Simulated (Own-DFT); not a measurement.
# Point defects and the pressure they add: C40 NbSi2

Everything here is calculated. The program is Own-DFT (plane waves, in-house, since retired, never reviewed by a person); positions were held fixed, and spin and spin-orbit coupling were off.

Settings: PBE; PseudoDojo norm-conserving scalar-relativistic files; cutoff 42 hartree; 4 x 4 x 5 k mesh centred on Gamma; cold (Marzari-Vanderbilt) smearing of 0.2 eV.

Caveats: forces on such cells failed a check on a denser k mesh; stress not checked against mesh or cutoff.

All runs share one cell, with vectors in Å (0.000, 8.324, 0.000); (-9.613, 0.000, 0.000); (0.000, 0.000, 6.586) and a volume of 527.0 Å³. The atoms are randomly displaced, by u rms on each axis. The defect's site can differ from row to row.

```
                    cell   formula   u (Å)  P (GPa)
               no defect  Nb12Si24  0.0207     1.52
               no defect  Nb12Si24  0.0453     2.23
               no defect  Nb12Si24  0.0542     2.66
two Nb on a Si site each  Nb14Si22  0.0317     7.54
two Nb on a Si site each  Nb14Si22  0.0335        ?
two Nb on a Si site each  Nb14Si22  0.0507     8.40
two Nb on a Si site each  Nb14Si22  0.0560     8.73
two Si on a Nb site each  Nb10Si26  0.0289     1.62
two Si on a Nb site each  Nb10Si26  0.0331     1.63
two Si on a Nb site each  Nb10Si26  0.0496     2.20
          one Si vacancy  Nb12Si23  0.0323     1.11
          one Si vacancy  Nb12Si23  0.0478     1.79
          one Si vacancy  Nb12Si23  0.0509     1.66
```

## Analysis

P = P0 + c u² + a shift for each defect gives P0 = 1.30 GPa, c = 463 ± 36 GPa/Å² and a scatter of 0.10 GPa. The shifts, and each times the cell's volume:

- two Nb on a Si site each: 5.89 ± 0.09 GPa, 19.4 eV (9.7 eV for each of its 2 sites)
- two Si on a Nb site each: -0.16 ± 0.09 GPa, -0.5 eV (-0.3 eV for each of its 2 sites) (not resolved)
- one Si vacancy: -0.69 ± 0.09 GPa, -2.3 eV

Positive is outwards. The product with the volume (160.2 GPa Å³ to the eV) is nearly free of the cell's size; divided by the bulk modulus at the cell's pressure it gives the volume that the defect adds. The atoms around the defects weren't relaxed, which would change these numbers.

## Prediction

Asked: what pressure belongs in the blank (two Nb on a Si site each, u = 0.0335 Å)?

Estimate: 7.70 ± 0.13 GPa. The run itself gave 7.69 GPa.
